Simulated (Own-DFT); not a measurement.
# Computed records: Si$_{2}$SnGe$_{13}$ (diamond-structure random alloy, atoms displaced)

A calculation, not a measurement: plane-wave density functional theory by an unreviewed code, no spin, of a simulated periodic cell, stress positive in tension, run twice, with PBE and with PBEsol, both on files made for PBE, so the change isn't that of files made for PBEsol, forces on such cells moved up to 12 meV/angstrom on a denser k mesh; the far tail of each file's local potential was reset to the Coulomb form; each entry is a single point on an unrelaxed cell, so the pressure reflects the starting lattice, mostly measured values (interpolated for alloys), from which strain is counted, and rises with the displacements; printed positions are rounded, which can move forces by about a meV/angstrom; the program, named Own-DFT, is a retired in-house code; no spin-orbit coupling; stress was not checked against mesh or cutoff. Program: Own-DFT development build.

Common to all runs: functional PBE, then PBEsol; potential files PseudoDojo norm-conserving, scalar-relativistic, standard set; wave cutoff 49 hartree; occupations Fermi-Dirac; smearing width 0.1 eV; k mesh 3 x 3 x 3 centred on Gamma.

(1) Si$_{2}$SnGe$_{13}$ (diamond-structure random alloy, atoms displaced)

```
CELL_PARAMETERS angstrom
11.36310 0.00000 0.00000
0.00000 11.36310 0.00000
0.00000 0.00000 11.36310
ATOMIC_POSITIONS crystal
Si 0.00190 0.00114 0.00488
Ge 0.00030 0.24715 0.24647
Ge 0.25196 0.99142 0.24906
Sn 0.24192 0.23663 0.00991
Ge 0.11138 0.13404 0.11663
Ge 0.11036 0.36924 0.38561
Si 0.37626 0.13190 0.37447
Ge 0.38311 0.36954 0.12452
Si 0.00589 0.00912 0.50603
Ge 0.99343 0.25673 0.74874
Sn 0.24937 0.00334 0.74292
Ge 0.25392 0.24711 0.50089
Sn 0.12071 0.13055 0.62769
Ge 0.12893 0.37827 0.86914
Ge 0.36792 0.12639 0.86800
Ge 0.36611 0.37652 0.63060
Ge 0.00381 0.50244 0.00321
Ge 0.98967 0.75424 0.24283
Ge 0.24736 0.49474 0.24794
Ge 0.25397 0.75194 0.98851
Ge 0.13107 0.61070 0.12313
Ge 0.11817 0.87756 0.37743
Ge 0.38291 0.61758 0.38653
Ge 0.38953 0.86602 0.13057
Ge 0.00369 0.48952 0.50041
Ge 0.99887 0.74732 0.73497
Ge 0.25199 0.50960 0.72959
Ge 0.25815 0.76050 0.48738
Ge 0.12152 0.61776 0.61890
Ge 0.13364 0.87170 0.87314
Si 0.36179 0.62915 0.87244
Ge 0.37075 0.88167 0.62618
Ge 0.50455 0.99911 0.99830
Ge 0.52024 0.25229 0.25247
Ge 0.73183 0.99732 0.27625
Ge 0.75068 0.26197 0.99317
Ge 0.62454 0.11727 0.12151
Ge 0.62244 0.36915 0.36475
Ge 0.87499 0.12189 0.37866
Si 0.86944 0.38047 0.13556
Ge 0.51221 0.01361 0.50185
Ge 0.49227 0.25749 0.76320
Ge 0.75028 0.99280 0.75440
Ge 0.74934 0.25505 0.49251
Ge 0.61995 0.12956 0.63123
Si 0.63689 0.37890 0.87987
Ge 0.87446 0.12492 0.88477
Ge 0.87716 0.37151 0.61733
Ge 0.50200 0.50084 0.00197
Sn 0.50887 0.74813 0.24035
Ge 0.75475 0.49789 0.24015
Ge 0.76221 0.74722 0.00621
Si 0.63123 0.62910 0.13164
Ge 0.62403 0.87997 0.36046
Ge 0.87139 0.62583 0.38481
Ge 0.87371 0.86442 0.12583
Ge 0.50359 0.49616 0.49287
Si 0.50479 0.75997 0.76475
Ge 0.75559 0.50767 0.74915
Ge 0.75056 0.74753 0.50069
Ge 0.62267 0.62432 0.63196
Ge 0.61997 0.85997 0.88480
Ge 0.86471 0.62347 0.87205
Ge 0.87293 0.86912 0.62721
```

- PBE pressure: 6 GPa
- PBE stress xx: -6.1 GPa
- PBE stress yy: -6.25 GPa
- PBE stress zz: -5.64 GPa
- PBE stress yz: -1.03 GPa
- PBE stress xz: -0.74 GPa
- PBE stress xy: 0.67 GPa
- PBEsol pressure: 3.14 GPa
- PBEsol stress xx: -3.25 GPa
- PBEsol stress yy: -3.39 GPa
- PBEsol stress zz: -2.79 GPa
- PBEsol stress yz: -0.98 GPa
- PBEsol stress xz: -0.69 GPa
- PBEsol stress xy: 0.64 GPa
- rms change of force components from PBE to PBEsol: 0.06 eV/Å

Force:
```csv
force element,PBE force x (eV/Å),PBE force y (eV/Å),PBE force z (eV/Å),PBEsol force x (eV/Å),PBEsol force y (eV/Å),PBEsol force z (eV/Å)
Si,-0.519,-1.079,-0.557,-0.505,-1.045,-0.547
Ge,-1.484,0.666,0.79,-1.401,0.62,0.791
Ge,-0.033,1.162,0.013,-0.045,1.088,0.006
Sn,2.768,3.04,-2.499,2.691,2.958,-2.443
Ge,-1.733,-3.909,3.052,-1.662,-3.738,2.995
Ge,2.364,-0.927,-1.911,2.278,-0.897,-1.839
Si,0.656,-0.577,-0.485,0.649,-0.571,-0.468
Ge,0.267,0.417,0.951,0.261,0.413,0.926
Si,-2.172,-2.284,-1.476,-2.131,-2.241,-1.454
Ge,-0.625,0.338,1.598,-0.592,0.335,1.535
Sn,0.397,-1.381,1.849,0.404,-1.344,1.807
Ge,0.428,0.99,-1.082,0.37,1.008,-0.996
Sn,-1.131,2.021,-0.99,-1.047,2.022,-0.917
Ge,-0.36,0.687,-0.323,-0.377,0.655,-0.311
Ge,2.114,-0.219,1.582,2.049,-0.206,1.527
Ge,1.72,-0.589,-1.286,1.642,-0.57,-1.245
Ge,-1.276,-0.938,-0.786,-1.193,-0.879,-0.776
Ge,2.011,-2.016,1.59,1.927,-1.94,1.541
Ge,0.823,-0.733,1.371,0.795,-0.702,1.305
Ge,-0.083,-0.434,2.232,-0.114,-0.377,2.179
Ge,-0.205,2.469,0.028,-0.213,2.366,0.018
Ge,-0.356,0.26,-0.472,-0.295,0.221,-0.49
Ge,-1.527,0.643,-1.685,-1.479,0.62,-1.624
Ge,-3.444,2.86,-3.177,-3.339,2.785,-3.089
Ge,-1.397,1.792,0.391,-1.35,1.723,0.385
Ge,0.38,-0.494,1.894,0.356,-0.481,1.816
Ge,-0.254,0.103,2.605,-0.278,0.061,2.476
Ge,-0.549,-1.01,1.069,-0.528,-0.971,1.04
Ge,0.267,1.594,-1.245,0.254,1.517,-1.188
Ge,-2.392,0.041,0.381,-2.272,0.014,0.352
Si,2.157,-0.699,-0.931,2.07,-0.711,-0.885
Ge,3.022,-1.741,-1.511,2.889,-1.66,-1.488
Ge,-1.138,-0.108,-0.389,-1.086,-0.125,-0.36
Ge,-3.238,-2.27,-1.772,-3.105,-2.163,-1.734
Ge,4.685,3.725,-4.588,4.522,3.615,-4.441
Ge,0.668,-1.094,1.959,0.677,-1.135,1.902
Ge,1.138,0.82,0.387,1.075,0.794,0.398
Ge,2.097,2.384,1.58,2.027,2.285,1.525
Ge,0.313,-0.095,-0.042,0.253,-0.059,-0.063
Si,1.728,-1.359,-2.062,1.693,-1.336,-2.016
Ge,-1.779,-1.162,-0.963,-1.694,-1.127,-0.906
Ge,1.181,0.545,-0.434,1.1,0.486,-0.454
Ge,-0.511,0.367,0.405,-0.486,0.357,0.389
Ge,-0.305,-0.59,0.752,-0.285,-0.568,0.719
Ge,1.166,0.818,0.722,1.112,0.766,0.672
Si,-1.644,1.012,-1.192,-1.613,0.989,-1.161
Ge,0.265,-0.277,-0.723,0.222,-0.225,-0.731
Ge,-0.98,0.576,0.691,-0.927,0.558,0.665
Ge,0.135,0.744,-0.552,0.103,0.688,-0.499
Sn,-0.493,-2.083,3.126,-0.524,-1.932,3.088
Ge,-1.189,1.315,1.952,-1.174,1.293,1.966
Ge,-1.843,-0.833,-0.618,-1.758,-0.78,-0.623
Si,1.861,-2.34,-2.691,1.836,-2.303,-2.643
Ge,-2.31,-2.853,5.408,-2.226,-2.743,5.233
Ge,0.765,-0.812,-1.288,0.732,-0.778,-1.25
Ge,-0.434,3.369,0.08,-0.43,3.184,0.093
Ge,0.507,-0.964,1.85,0.475,-0.916,1.778
Si,-2.34,-2.035,-2.032,-2.259,-1.96,-2.009
Ge,-0.847,-1.919,-0.773,-0.792,-1.81,-0.764
Ge,-1.182,0.65,0.184,-1.116,0.613,0.184
Ge,-0.579,0.693,-0.228,-0.506,0.643,-0.25
Ge,1.903,1.571,0.729,1.892,1.58,0.767
Ge,2.347,0.697,0.643,2.26,0.675,0.619
Ge,0.219,1.457,-1.096,0.191,1.367,-1.03
```

(2) Si$_{2}$SnGe$_{13}$ (diamond-structure random alloy, atoms displaced)

```
CELL_PARAMETERS angstrom
11.36310 0.00000 0.00000
0.00000 11.36310 0.00000
0.00000 0.00000 11.36310
ATOMIC_POSITIONS crystal
Ge 0.00869 0.00604 0.99806
Ge 0.99666 0.24842 0.24808
Ge 0.24607 0.99551 0.25800
Ge 0.24885 0.25394 0.00253
Ge 0.12209 0.12743 0.12602
Ge 0.12769 0.38269 0.38557
Ge 0.36429 0.12740 0.37996
Ge 0.37720 0.37332 0.11951
Si 0.99180 0.99999 0.50978
Ge 0.99466 0.23976 0.75236
Ge 0.25881 0.98963 0.75031
Sn 0.24906 0.24557 0.49375
Sn 0.12343 0.11283 0.62305
Ge 0.11360 0.37784 0.87011
Ge 0.37946 0.12007 0.89230
Ge 0.37731 0.38357 0.63395
Sn 0.98994 0.50836 0.00189
Ge 0.01017 0.74303 0.25717
Ge 0.25284 0.49343 0.25912
Ge 0.24885 0.74126 0.99603
Ge 0.13231 0.63331 0.12894
Si 0.12793 0.88072 0.38448
Sn 0.37980 0.61917 0.36150
Ge 0.35861 0.87857 0.11800
Ge 0.00516 0.50819 0.49873
Ge 0.00037 0.75612 0.76742
Ge 0.24700 0.48692 0.74275
Ge 0.25194 0.74560 0.50692
Ge 0.12702 0.61995 0.62805
Ge 0.12402 0.85725 0.88257
Ge 0.37124 0.61859 0.87657
Ge 0.38380 0.88446 0.62671
Ge 0.49268 0.99204 0.99162
Ge 0.48753 0.25072 0.24458
Ge 0.74860 0.00916 0.24951
Ge 0.75896 0.25539 0.00388
Ge 0.61563 0.12556 0.12248
Ge 0.63443 0.37315 0.37628
Ge 0.88472 0.11526 0.37646
Ge 0.86370 0.36761 0.11976
Si 0.50456 0.00284 0.50058
Ge 0.49398 0.25054 0.75496
Ge 0.74970 0.99573 0.74503
Ge 0.73813 0.26059 0.50342
Ge 0.62388 0.12680 0.63887
Ge 0.61589 0.37800 0.87143
Ge 0.87710 0.12139 0.88338
Si 0.87531 0.36430 0.61518
Si 0.50418 0.49752 0.98957
Si 0.51346 0.73535 0.25966
Ge 0.76320 0.49966 0.25156
Ge 0.76154 0.75120 0.99119
Si 0.63272 0.62701 0.13059
Si 0.62850 0.86548 0.36495
Ge 0.87558 0.61272 0.39280
Ge 0.86985 0.87716 0.11986
Ge 0.49707 0.49696 0.50732
Ge 0.50381 0.75353 0.73766
Ge 0.75152 0.49197 0.75141
Ge 0.75731 0.74936 0.49582
Ge 0.63278 0.61865 0.61980
Ge 0.63010 0.87470 0.88408
Ge 0.87178 0.62546 0.89137
Ge 0.88607 0.86992 0.62858
```

* PBE pressure: 5.47 GPa
* PBE stress xx: -5.73 GPa
* PBE stress yy: -5.55 GPa
* PBE stress zz: -5.14 GPa
* PBE stress yz: -0.17 GPa
* PBE stress xz: -0.48 GPa
* PBE stress xy: 0.94 GPa
* PBEsol pressure: 2.62 GPa
* PBEsol stress xx: -2.87 GPa
* PBEsol stress yy: -2.69 GPa
* PBEsol stress zz: -2.3 GPa
* PBEsol stress yz: -0.17 GPa
* PBEsol stress xz: -0.46 GPa
* PBEsol stress xy: 0.87 GPa
* rms change of force components from PBE to PBEsol: 0.054 eV/Å

Force:
```csv
force element,PBE force x (eV/Å),PBE force y (eV/Å),PBE force z (eV/Å),PBEsol force x (eV/Å),PBEsol force y (eV/Å),PBEsol force z (eV/Å)
Ge,-0.314,-1.385,0.374,-0.319,-1.335,0.369
Ge,0.225,0.698,0.518,0.213,0.65,0.489
Ge,-0.334,0.555,-0.443,-0.291,0.583,-0.474
Ge,-0.641,-0.209,-0.423,-0.604,-0.215,-0.389
Ge,0.881,-0.022,0.48,0.842,-0.021,0.458
Ge,-1.636,0.092,-1.953,-1.57,0.108,-1.893
Ge,3.654,-2.798,-2.581,3.506,-2.685,-2.54
Ge,-0.135,1.262,-0.226,-0.164,1.167,-0.177
Si,-0.023,-1.9,-2.15,-0.059,-1.835,-2.079
Ge,-0.621,1.188,-0.098,-0.577,1.127,-0.056
Ge,-0.346,0.05,1.97,-0.321,0.036,1.888
Sn,-0.002,2.8,2.402,-0.012,2.721,2.317
Sn,0.025,-0.044,2.013,0.072,0.006,2.008
Ge,0.873,-1.124,-0.312,0.854,-1.096,-0.316
Ge,-1.633,1.321,-2.199,-1.567,1.27,-2.131
Ge,0.729,-1.728,-0.932,0.706,-1.662,-0.895
Sn,2.835,-1.97,2.477,2.744,-1.912,2.391
Ge,-1.148,1.293,0.642,-1.109,1.214,0.581
Ge,-1.698,-1.223,-2.972,-1.644,-1.178,-2.871
Ge,0.668,0.018,0.575,0.621,0.03,0.56
Ge,0.264,-1.277,0.84,0.243,-1.223,0.814
Si,-0.979,-0.88,0.569,-0.922,-0.889,0.527
Sn,-0.167,0.717,2.852,-0.231,0.619,2.835
Ge,1.465,-0.924,0.89,1.389,-0.869,0.826
Ge,0.027,-1.877,1.824,0.054,-1.79,1.73
Ge,-0.951,-2.259,-1.686,-0.916,-2.174,-1.618
Ge,-0.76,1.453,1.729,-0.736,1.412,1.666
Ge,-0.02,1.27,-0.242,-0.009,1.202,-0.208
Ge,-0.303,1.018,0.761,-0.276,0.966,0.716
Ge,1.182,2.808,0.138,1.135,2.704,0.132
Ge,0.742,-0.025,-1.28,0.671,0.003,-1.261
Ge,0.014,-0.849,-1.22,-0.022,-0.859,-1.12
Ge,1.396,-0.578,2.002,1.341,-0.539,1.932
Ge,1.188,-0.415,1.092,1.14,-0.403,1.035
Ge,-0.406,-1.05,-0.183,-0.358,-0.994,-0.212
Ge,-3.093,-1.963,-1.908,-2.979,-1.9,-1.835
Ge,0.29,0.116,-0.25,0.287,0.119,-0.228
Ge,-2.151,1.008,-1.363,-2.07,0.972,-1.291
Ge,-1.214,1.102,0.495,-1.206,1.099,0.413
Ge,1.802,1.007,2.529,1.741,0.975,2.451
Si,0.333,-0.114,-0.657,0.296,-0.084,-0.605
Ge,-0.326,-0.514,0.388,-0.291,-0.484,0.382
Ge,0.54,-0.052,1.107,0.516,-0.043,1.087
Ge,1.482,-2.428,0.523,1.385,-2.353,0.473
Ge,-0.331,0.111,-1.432,-0.302,0.134,-1.357
Ge,1.37,-0.793,0.236,1.359,-0.803,0.171
Ge,-0.732,-0.029,-0.869,-0.681,-0.016,-0.843
Si,0.708,1.021,1.144,0.691,0.997,1.118
Si,-0.318,1.076,1.979,-0.337,1.02,1.904
Si,0.885,2.409,-2.725,0.79,2.335,-2.658
Ge,-1.183,0.133,-0.065,-1.12,0.09,-0.027
Ge,-2.288,0.71,2.33,-2.176,0.716,2.233
Si,0.027,-0.479,-1.025,0.103,-0.491,-1.023
Si,0.112,1.271,1.019,0.188,1.271,1.02
Ge,-0.065,1.515,-2.357,-0.053,1.459,-2.278
Ge,1.317,0.257,0.972,1.272,0.251,0.917
Ge,1.429,-0.315,-0.446,1.394,-0.304,-0.421
Ge,0.485,-0.781,1.405,0.464,-0.741,1.35
Ge,0.716,0.327,-0.471,0.641,0.342,-0.432
Ge,-0.758,0.5,0.495,-0.696,0.421,0.508
Ge,-0.106,0.48,0.394,-0.115,0.46,0.382
Ge,-0.496,-0.435,-1.685,-0.477,-0.415,-1.643
Ge,-1.503,0.906,-4.896,-1.46,0.912,-4.732
Ge,-0.983,-0.051,-0.117,-0.987,-0.08,-0.066
```
